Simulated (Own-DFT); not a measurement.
# Point defects and the pressure they add: grey tin

No measurement is shown. These are fixed-geometry runs of a retired plane-wave code named Own-DFT, which no person has reviewed; spin and spin-orbit coupling are neglected.

Common settings: PBE; PseudoDojo norm-conserving scalar-relativistic files; cutoff 42 hartree; 3 x 3 x 3 k mesh centred on Gamma; cold (Marzari-Vanderbilt) smearing of 0.2 eV.

Limits (not all hold for every row): not probed for a lower state with spin; forces on such cells moved up to 12 meV/angstrom on a denser k mesh; stress not checked against mesh or cutoff.

All runs share one cell, with vectors in Å (12.978, 0.000, 0.000); (0.000, 12.978, 0.000); (0.000, 0.000, 12.978) and a volume of 2185.9 Å³. Atoms were moved at random from their sites; u is the rms move along one axis. The defect's site can differ from row to row.

| cell | formula | u (Å) | P (GPa) |
|---|---|---|---|
| no defect | Sn64 | 0.0194 | 3.38 |
| no defect | Sn64 | 0.0203 | 3.38 |
| no defect | Sn64 | 0.0482 | 3.57 |
| one Sn vacancy | Sn63 | 0.0299 | 3.19 |
| one Sn vacancy | Sn63 | 0.0301 | 3.26 |
| one Sn vacancy | Sn63 | 0.0458 | ? |
| one Sn vacancy | Sn63 | 0.0493 | 3.42 |
| two Sn vacancies | Sn62 | 0.0317 | 3.18 |
| two Sn vacancies | Sn62 | 0.0473 | 3.12 |
| two Sn vacancies | Sn62 | 0.0519 | 3.26 |

## Worked fit

P = P0 + c u² + a shift for each defect gives P0 = 3.35 GPa, c = 87 ± 26 GPa/Å² and a scatter of 0.06 GPa. The shifts, and each times the cell's volume:

- one Sn vacancy: -0.18 ± 0.05 GPa, -2.5 eV
- two Sn vacancies: -0.34 ± 0.06 GPa, -4.6 eV (-2.3 eV for each of its 2 sites)

A positive shift means that the defect pushes the cell outwards. Shift times volume (160.2 GPa Å³ is 1 eV) depends little on the cell's size, so, taken for each site, it can be compared between cells at like pressure. The atoms around the defects weren't relaxed, which would change these numbers.

## The run left out

Q: what pressure belongs in the blank (one Sn vacancy, u = 0.0458 Å)?

The fitted form gives 3.35 ± 0.07 GPa. The run itself gave 3.35 GPa.
